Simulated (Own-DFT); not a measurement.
# What a plane-wave calculation costs

Wall times of single-point runs (energy, forces and, in most, stress) with one build of Own-DFT, an in-house plane-wave density functional program, since retired. Each ran alone on one NVIDIA H200 card, with norm-conserving files, no spin and no use of crystal symmetry. The k points are those left after time reversal, where it was used. Plane waves for each k point are estimated as V (2 E)^(3/2) / (6 π²) in atomic units.

| cell | atoms | valence electrons | cutoff (hartree) | volume (Å³) | k mesh | k points | plane waves | time (s) |
|---|---|---|---|---|---|---|---|---|
| As4In4 | 8 | 112 | 42 | 222 | 6x6x6 | 112 | 19500 | 237 |
| In32P30 | 62 | 566 | 36 | 1617 | 3x3x3 | 14 | 112600 | 1158 |
| Ga31P33 | 64 | 568 | 42 | 1295 | 3x3x3 | 14 | 113600 | 1022 |
| AsGa32P31 | 64 | 586 | 42 | 1295 | 3x3x3 | 14 | 113600 | 1169 |
| In48P46 | 94 | 854 | 36 | 2426 | 2x3x3 | 10 | 168900 | 2225 |
| Ga46P50 | 96 | 848 | 42 | 1943 | 2x3x3 | 10 | 170500 | 2128 |
| Ga47P49 | 96 | 856 | 42 | 1943 | 2x3x3 | 10 | 170500 | 2050 |
| In49P47 | 96 | 872 | 36 | 2426 | 2x3x3 | 10 | 168900 | 2363 |
| Ga49P47 | 96 | 872 | 42 | 1943 | 2x3x3 | 10 | 170500 | 2150 |
| As32In32 | 64 | 896 | 42 | 1779 | 3x3x3 | 14 | 156100 | 2125 |
| In31P33 | 64 | 568 | 36 | 1617 | 3x3x3 | 14 | 112600 | ? |

## Worked fit

Take the size N = k points x plane waves x valence electrons. A line through log(time) against log(N) has a slope of 1.18 ± 0.08 and a scatter of a factor 1.14. Part of the scatter may come from the number of self-consistent steps, which isn't shown. Times belong to this build alone.

## Withheld run

Question: how long should the last run take? Its N is 8.95e+08.

The line gives about 1127 s. It took 1151 s.
